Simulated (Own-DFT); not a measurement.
# Energy and forces against displacement in beta-Si3N4, 42 atoms (N24Si18)

All numbers below are calculated, not measured. They come from Own-DFT, an in-house plane-wave density functional program, since retired, whose code no person has reviewed. Each row is one single-point run on a periodic cell that was not relaxed, without spin or spin-orbit coupling.

Settings of every run: PBE; PseudoDojo norm-conserving scalar-relativistic files; cutoff 42 hartree; 3 x 3 x 3 k mesh centred on Gamma; Fermi-Dirac smearing of 0.1 eV.

Known limits, some of them of some rows only: some atoms lie very close together; forces on such cells passed a denser k mesh, each cell not checked; stress not checked against mesh or cutoff.

Cell vectors in Å: (7.606, 0.000, 0.000); (-3.803, 6.587, 0.000); (0.000, 0.000, 8.727). In each run every atom was moved at random and independently from its ideal site; u is the rms move along one axis. E is the free energy for each atom above the fitted value at u = 0, and F the rms of the force components.

```
run,u (Å),E (meV/atom),F (eV/Å),largest force (eV/Å),P (GPa)
1,0.0174,17.0,0.739,1.88,5.44
2,0.0198,?,?,?,?
3,0.0439,96.4,1.786,5.41,7.73
4,0.0543,157.1,2.407,8.43,8.86
5,0.0935,475.4,4.705,18.57,18.57
6,0.0952,466.7,5.095,22.53,17.87
7,0.1017,591.9,6.420,39.75,21.13
8,0.1323,800.6,6.110,26.81,26.60
```

## Worked fit

For small independent moves the energy grows as E = (3/2) K u², with K the mean stiffness felt by one atom. The runs with u up to 0.11 Å give K = 35.7 ± 0.9 eV/Å², with residuals divided by u² + 0.0006 Å², since the noise grows with the moves. The scatter is 7.7 meV/atom at u = 0.05 Å. The forces follow F = G u with G = 49.7 eV/Å²; no force at u = 0 is resolved. G exceeds K because the moves of its neighbours add to the force on an atom, and stiffness differs between atoms. The pressure follows P = 4.70 + 1543 u² GPa: at fixed volume, shortened bonds push harder than stretched ones pull.

## Withheld run

Question: what energy and rms force should run 2 give?

The fit gives 21 ± 3 meV/atom and about 0.98 eV/Å. The calculation gave 25.7 meV/atom and 0.937 eV/Å.
